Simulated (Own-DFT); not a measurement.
Simulation results for SiGe₃ (diamond-structure random alloy, atoms displaced)

A calculation, not a measurement: plane-wave density functional theory by an unreviewed code, no spin, of a simulated periodic cell, stress positive in tension, run twice, with PBE and with PBEsol, both on files made for PBE, so the change isn't that of files made for PBEsol, forces on such cells passed a denser k mesh, this cell's mesh not checked; the far tail of each file's local potential was reset to the Coulomb form; each entry is a single point on an unrelaxed cell, so the pressure reflects the starting lattice, mostly measured values (interpolated for alloys), from which strain is counted, and rises with the displacements; printed positions are rounded, which can move forces by about a meV/angstrom; the program, named Own-DFT, is a retired in-house code; no spin-orbit coupling; stress was not checked against mesh or cutoff. Program: Own-DFT development build.

Settings shared by all entries: functional PBE, then PBEsol; potential files PseudoDojo norm-conserving, scalar-relativistic, standard set; wave cutoff 42 hartree; occupations Fermi-Dirac; smearing width 0.1 eV; k mesh 3 x 3 x 3 centred on Gamma.

(1) SiGe₃ (diamond-structure random alloy, atoms displaced)

```
CELL_PARAMETERS angstrom
11.20250 0.00000 0.00000
0.00000 11.20250 0.00000
0.00000 0.00000 11.20250
ATOMIC_POSITIONS crystal
Ge 0.99796 0.00632 0.00082
Ge 0.99816 0.25241 0.25089
Ge 0.24824 0.99731 0.25221
Ge 0.25244 0.24878 0.99661
Ge 0.12635 0.12076 0.12497
Ge 0.12675 0.37743 0.37491
Si 0.37314 0.12905 0.37676
Ge 0.37668 0.37854 0.12316
Ge 0.00475 0.00104 0.49608
Ge 0.99860 0.24875 0.74777
Si 0.24810 0.00081 0.75405
Ge 0.25409 0.25127 0.49940
Ge 0.12858 0.12538 0.61998
Ge 0.11937 0.38122 0.87951
Ge 0.37508 0.12916 0.87297
Si 0.37271 0.37415 0.62564
Ge 0.99634 0.49846 0.99551
Ge 0.00097 0.74992 0.25132
Si 0.25195 0.49767 0.25386
Ge 0.25060 0.75024 0.00158
Si 0.12531 0.62508 0.12590
Si 0.12901 0.87346 0.37797
Ge 0.37579 0.62386 0.37444
Ge 0.37475 0.87383 0.12525
Ge 0.00232 0.50082 0.49470
Ge 0.99867 0.75149 0.75007
Ge 0.24885 0.50011 0.75375
Si 0.25232 0.75164 0.49960
Ge 0.12168 0.62615 0.62551
Ge 0.12742 0.87473 0.87597
Si 0.37365 0.62340 0.87888
Ge 0.37802 0.87279 0.62575
Ge 0.50350 0.99931 0.00472
Ge 0.49641 0.24709 0.24992
Si 0.74868 0.99773 0.24667
Ge 0.74832 0.25065 0.00098
Ge 0.62890 0.12299 0.12552
Ge 0.63148 0.37925 0.37126
Ge 0.87190 0.12508 0.37506
Si 0.87532 0.37291 0.12236
Ge 0.50358 0.99543 0.50043
Ge 0.50300 0.25155 0.75029
Ge 0.74424 0.00091 0.74828
Si 0.75116 0.24715 0.49795
Ge 0.62616 0.12568 0.62435
Ge 0.62715 0.37948 0.87242
Ge 0.87748 0.12471 0.87045
Ge 0.87668 0.37468 0.62135
Ge 0.49920 0.49992 0.00008
Si 0.49635 0.75190 0.24434
Si 0.75017 0.50067 0.25269
Ge 0.74838 0.74685 0.00137
Ge 0.62697 0.62365 0.12628
Si 0.62850 0.87347 0.37162
Ge 0.87314 0.62347 0.37622
Ge 0.87762 0.87590 0.12596
Ge 0.50209 0.49905 0.49842
Ge 0.50084 0.75450 0.75171
Ge 0.75162 0.50033 0.74933
Si 0.75114 0.75083 0.50366
Si 0.62584 0.62559 0.62296
Ge 0.62401 0.87445 0.87680
Ge 0.87356 0.62512 0.87662
Ge 0.87380 0.87998 0.62081
```

```
PBE pressure                                      : 3.29 GPa
PBE stress xx                                     : -3.31 GPa
PBE stress yy                                     : -3.28 GPa
PBE stress zz                                     : -3.29 GPa
PBE stress yz                                     : 0.23 GPa
PBE stress xz                                     : 0.19 GPa
PBE stress xy                                     : -0.09 GPa
PBEsol pressure                                   : 0.59 GPa
PBEsol stress xx                                  : -0.6 GPa
PBEsol stress yy                                  : -0.57 GPa
PBEsol stress zz                                  : -0.59 GPa
PBEsol stress yz                                  : 0.22 GPa
PBEsol stress xz                                  : 0.18 GPa
PBEsol stress xy                                  : -0.09 GPa
rms change of force components from PBE to PBEsol : 0.042 eV/Å
```

Force:
```csv
force element,PBE force x (eV/Å),PBE force y (eV/Å),PBE force z (eV/Å),PBEsol force x (eV/Å),PBEsol force y (eV/Å),PBEsol force z (eV/Å)
Ge,0.235,-0.85,-0.317,0.232,-0.826,-0.305
Ge,0.125,-0.12,-0.409,0.156,-0.152,-0.356
Ge,0.401,0.241,0.518,0.388,0.24,0.423
Ge,-0.635,0.572,0.58,-0.609,0.555,0.561
Ge,0.046,0.858,0.227,0.042,0.825,0.215
Ge,0.257,-0.344,-0.317,0.208,-0.369,-0.266
Si,0.401,-1.01,-0.086,0.39,-0.988,-0.086
Ge,-0.602,-0.439,0.503,-0.542,-0.463,0.45
Ge,-0.16,-0.223,-0.203,-0.194,-0.172,-0.153
Ge,0.661,0.416,-0.138,0.632,0.405,-0.132
Si,0.458,-0.019,-0.711,0.448,-0.017,-0.697
Ge,0.001,0.257,0.015,-0.083,0.248,0.018
Ge,0.101,-0.226,0.898,0.061,-0.187,0.835
Ge,0.762,-1.385,-0.851,0.737,-1.336,-0.829
Ge,0.313,-0.995,-0.088,0.332,-0.919,-0.049
Si,0.504,0.339,0.204,0.491,0.329,0.198
Ge,-0.143,0.737,1.719,-0.13,0.714,1.585
Ge,0.529,-0.073,0.171,0.444,-0.07,0.162
Si,-0.314,0.623,-0.883,-0.269,0.573,-0.824
Ge,-0.131,-0.7,-0.028,-0.128,-0.603,-0.026
Si,0.125,-0.592,0.215,0.088,-0.54,0.175
Si,-0.098,-0.381,-0.058,-0.144,-0.325,-0.105
Ge,-0.137,0.557,-0.246,-0.097,0.502,-0.207
Ge,0.071,0.247,0.142,0.029,0.276,0.095
Ge,-0.189,0.027,0.605,-0.185,0.025,0.588
Ge,-0.229,0.246,-0.008,-0.218,0.231,-0.006
Ge,0.361,0.114,-0.363,0.274,0.105,-0.346
Si,-0.289,-0.245,0.103,-0.233,-0.287,0.148
Ge,0.726,0.231,-0.36,0.667,0.194,-0.317
Ge,-0.365,0.417,0.001,-0.386,0.367,0.035
Si,0.276,0.417,-0.438,0.268,0.413,-0.426
Ge,-1.054,0.538,0.092,-0.944,0.527,0.099
Ge,-0.603,0.271,-0.563,-0.578,0.259,-0.541
Ge,0.45,0.295,0.136,0.472,0.326,0.086
Si,0.223,-0.159,0.653,0.261,-0.109,0.59
Ge,0.526,0.125,-0.329,0.473,0.085,-0.353
Ge,-0.238,0.128,0.457,-0.27,0.158,0.396
Ge,-0.433,-1.092,0.403,-0.493,-1.062,0.405
Ge,-0.121,-0.334,-0.389,-0.041,-0.325,-0.382
Si,-0.409,0.614,0.576,-0.368,0.564,0.526
Ge,-0.228,0.517,-0.816,-0.228,0.506,-0.715
Ge,-0.41,0.35,-0.51,-0.366,0.305,-0.457
Ge,0.67,-0.198,0.317,0.653,-0.187,0.303
Si,-0.19,0.555,0.201,-0.185,0.546,0.198
Ge,-0.141,0.416,-0.537,-0.167,0.358,-0.473
Ge,-0.241,-0.359,0.408,-0.23,-0.355,0.395
Ge,-0.826,0.092,0.257,-0.799,0.09,0.251
Ge,-0.338,-0.238,-0.268,-0.293,-0.201,-0.22
Ge,0.226,0.482,-0.351,0.254,0.427,-0.304
Si,0.851,-0.273,0.932,0.791,-0.302,0.871
Si,0.795,-0.121,-1.058,0.745,-0.085,-1.001
Ge,0.333,0.52,0.066,0.321,0.497,0.059
Ge,-0.485,-0.022,0.579,-0.471,-0.013,0.486
Si,-0.17,-0.443,-0.144,-0.205,-0.404,-0.101
Ge,-0.374,0.481,-0.072,-0.286,0.464,-0.065
Ge,-0.442,0.071,-0.075,-0.397,0.039,-0.105
Ge,-0.098,-0.046,0.672,-0.098,-0.045,0.58
Ge,-0.071,-1.554,0.051,-0.069,-1.436,0.05
Ge,-0.074,0.453,-0.735,-0.042,0.405,-0.669
Si,-0.532,-0.128,-0.57,-0.435,-0.119,-0.555
Si,0.015,0.317,0.245,-0.024,0.266,0.282
Ge,0.257,0.109,0.147,0.244,0.107,0.137
Ge,0.017,0.246,-0.418,0.015,0.23,-0.407
Ge,0.054,-0.311,0.248,0.087,-0.265,0.278
```

(2) SiGe₃ (diamond-structure random alloy, atoms displaced)

```
CELL_PARAMETERS angstrom
11.20250 0.00000 0.00000
0.00000 11.20250 0.00000
0.00000 0.00000 11.20250
ATOMIC_POSITIONS crystal
Ge 0.99582 0.99579 0.00108
Ge 0.99481 0.25089 0.25268
Si 0.24227 0.00079 0.24815
Si 0.24836 0.25227 0.00060
Ge 0.12391 0.12381 0.12446
Si 0.12734 0.37615 0.37420
Ge 0.37900 0.12668 0.37503
Ge 0.37651 0.37685 0.12273
Ge 0.99615 0.00124 0.50147
Ge 0.00137 0.25090 0.75107
Si 0.25075 0.00064 0.74915
Ge 0.25223 0.25110 0.50078
Ge 0.12840 0.12159 0.62356
Ge 0.12265 0.37534 0.87897
Si 0.37540 0.12187 0.87494
Ge 0.37435 0.37434 0.62516
Ge 0.99956 0.50440 0.99788
Ge 0.00363 0.74525 0.24909
Ge 0.24646 0.49834 0.24735
Si 0.24691 0.74935 0.00534
Si 0.12437 0.62419 0.12607
Ge 0.12147 0.87324 0.37645
Ge 0.37468 0.62402 0.37447
Ge 0.38140 0.87530 0.12275
Ge 0.00285 0.49796 0.50160
Ge 0.00128 0.74678 0.75014
Ge 0.25433 0.50066 0.75044
Ge 0.25683 0.75234 0.50032
Ge 0.12388 0.62619 0.62006
Ge 0.12302 0.86913 0.87304
Si 0.37432 0.62451 0.87647
Ge 0.36732 0.87405 0.63114
Ge 0.49503 0.99822 0.99309
Ge 0.49894 0.24942 0.24837
Ge 0.74910 0.00093 0.24306
Ge 0.74933 0.25293 0.99711
Ge 0.62340 0.12837 0.12638
Si 0.62651 0.37630 0.37187
Ge 0.87248 0.12211 0.37641
Ge 0.87618 0.37651 0.12902
Si 0.49907 0.00493 0.50125
Ge 0.49909 0.25064 0.75250
Ge 0.75089 0.99725 0.75002
Ge 0.74810 0.24969 0.49745
Ge 0.62905 0.12736 0.62150
Si 0.62078 0.37870 0.87580
Ge 0.86839 0.12456 0.87203
Si 0.87128 0.37101 0.62427
Ge 0.49791 0.50024 0.99703
Si 0.49680 0.75271 0.25046
Ge 0.75241 0.49878 0.25317
Ge 0.74524 0.74823 0.99399
Ge 0.62491 0.62502 0.12574
Ge 0.62526 0.87841 0.37246
Si 0.87623 0.62278 0.37865
Ge 0.87275 0.87508 0.12820
Ge 0.49902 0.50112 0.49948
Si 0.50126 0.74621 0.74983
Ge 0.74992 0.49845 0.74690
Ge 0.74748 0.74787 0.50025
Ge 0.62639 0.62249 0.62645
Ge 0.62713 0.87306 0.87738
Si 0.87359 0.62289 0.87528
Ge 0.87418 0.87314 0.62832
```

```
PBE pressure                                      : 3.3 GPa
PBE stress xx                                     : -3.21 GPa
PBE stress yy                                     : -3.35 GPa
PBE stress zz                                     : -3.33 GPa
PBE stress yz                                     : 0.12 GPa
PBE stress xz                                     : -0.09 GPa
PBE stress xy                                     : 0.38 GPa
PBEsol pressure                                   : 0.59 GPa
PBEsol stress xx                                  : -0.51 GPa
PBEsol stress yy                                  : -0.64 GPa
PBEsol stress zz                                  : -0.61 GPa
PBEsol stress yz                                  : 0.12 GPa
PBEsol stress xz                                  : -0.09 GPa
PBEsol stress xy                                  : 0.36 GPa
rms change of force components from PBE to PBEsol : 0.041 eV/Å
```

Force:
```csv
force element,PBE force x (eV/Å),PBE force y (eV/Å),PBE force z (eV/Å),PBEsol force x (eV/Å),PBEsol force y (eV/Å),PBEsol force z (eV/Å)
Ge,0.177,0.405,-0.463,0.161,0.389,-0.445
Ge,1.013,-0.114,0.278,0.941,-0.139,0.235
Si,1.081,-0.281,0.34,1.053,-0.273,0.334
Si,0.41,-0.704,-0.157,0.364,-0.647,-0.119
Ge,-0.022,0.425,-0.161,-0.094,0.41,-0.158
Si,-0.36,-0.432,0.159,-0.349,-0.422,0.158
Ge,-0.876,-0.756,-0.197,-0.852,-0.66,-0.196
Ge,-0.482,-0.486,-0.128,-0.43,-0.436,-0.09
Ge,0.251,-0.444,0.109,0.241,-0.431,0.102
Ge,-0.424,-0.189,-0.429,-0.387,-0.211,-0.381
Si,-0.293,0.082,0.912,-0.333,0.035,0.844
Ge,-0.388,0.067,-0.564,-0.336,0.036,-0.512
Ge,-0.151,0.289,0.313,-0.181,0.316,0.266
Ge,0.656,0.045,-0.324,0.596,0.076,-0.35
Si,-1.014,0.708,-0.266,-0.912,0.698,-0.256
Ge,0.271,0.102,0.096,0.256,0.097,0.095
Ge,-0.154,0.086,0.616,-0.143,0.007,0.598
Ge,-0.78,-0.156,0.34,-0.765,-0.079,0.345
Ge,0.002,0.164,0.17,0.076,0.157,0.167
Si,0.504,-0.385,-0.411,0.497,-0.297,-0.412
Si,0.284,0.129,-0.564,0.237,0.084,-0.507
Ge,0.557,0.381,-0.158,0.51,0.337,-0.125
Ge,0.131,0.278,-0.568,0.094,0.241,-0.505
Ge,-1.517,-0.118,0.583,-1.439,-0.071,0.522
Ge,-0.72,-0.524,-0.38,-0.663,-0.465,-0.334
Ge,-0.614,-0.47,0.035,-0.559,-0.414,0.002
Ge,-0.597,0.273,0.197,-0.61,0.224,0.149
Ge,-0.951,-0.25,-0.352,-0.933,-0.249,-0.334
Ge,0.714,-0.07,0.511,0.692,-0.067,0.498
Ge,0.77,0.694,0.456,0.674,0.671,0.434
Si,-0.15,0.818,0.032,-0.15,0.725,0.037
Ge,1.729,0.458,-0.092,1.644,0.399,-0.141
Ge,0.794,0.529,0.479,0.815,0.46,0.511
Ge,0.326,0.757,0.431,0.287,0.698,0.387
Ge,-0.146,0.157,0.762,-0.139,0.149,0.745
Ge,-0.378,0.405,0.18,-0.334,0.353,0.207
Ge,-0.144,-0.316,-1.056,-0.134,-0.306,-1.016
Si,-0.48,-0.148,0.278,-0.471,-0.149,0.268
Ge,-0.143,0.168,-0.344,-0.139,0.167,-0.336
Ge,-0.113,0.066,-0.812,-0.113,0.057,-0.778
Si,0.019,-0.745,0.221,0.023,-0.721,0.211
Ge,0.264,-0.258,0.144,0.257,-0.242,0.07
Ge,-0.566,0.136,-0.248,-0.535,0.137,-0.232
Ge,0.192,0.753,-0.255,0.187,0.649,-0.243
Ge,-0.821,-0.531,0.558,-0.759,-0.481,0.567
Si,0.439,-0.292,-0.258,0.427,-0.286,-0.253
Ge,0.865,0.052,0.371,0.838,0.044,0.363
Si,0.608,0.17,-0.069,0.596,0.165,-0.066
Ge,0.232,0.39,-0.032,0.224,0.37,0.045
Si,0.569,-0.361,0.063,0.562,-0.354,0.06
Ge,-0.177,0.492,0.233,-0.163,0.472,0.151
Ge,1.11,-0.423,0.885,1.034,-0.368,0.889
Ge,-0.428,0.125,0.355,-0.386,0.092,0.305
Ge,-0.681,-0.107,0.323,-0.596,-0.102,0.312
Si,0.114,0.121,-0.161,0.115,0.122,-0.157
Ge,0.182,-0.971,-0.559,0.179,-0.922,-0.548
Ge,0.517,-0.592,-0.239,0.466,-0.541,-0.198
Si,-0.418,0.171,0.46,-0.366,0.199,0.409
Ge,0.305,-0.456,0.748,0.253,-0.402,0.689
Ge,0.442,0.139,-0.38,0.399,0.163,-0.332
Ge,-0.601,0.422,-0.074,-0.545,0.377,-0.108
Ge,-0.964,0.134,-1.142,-0.897,0.159,-1.07
Si,-0.086,0.211,-0.448,-0.086,0.21,-0.441
Ge,0.109,-0.225,-0.349,0.104,-0.211,-0.334
```
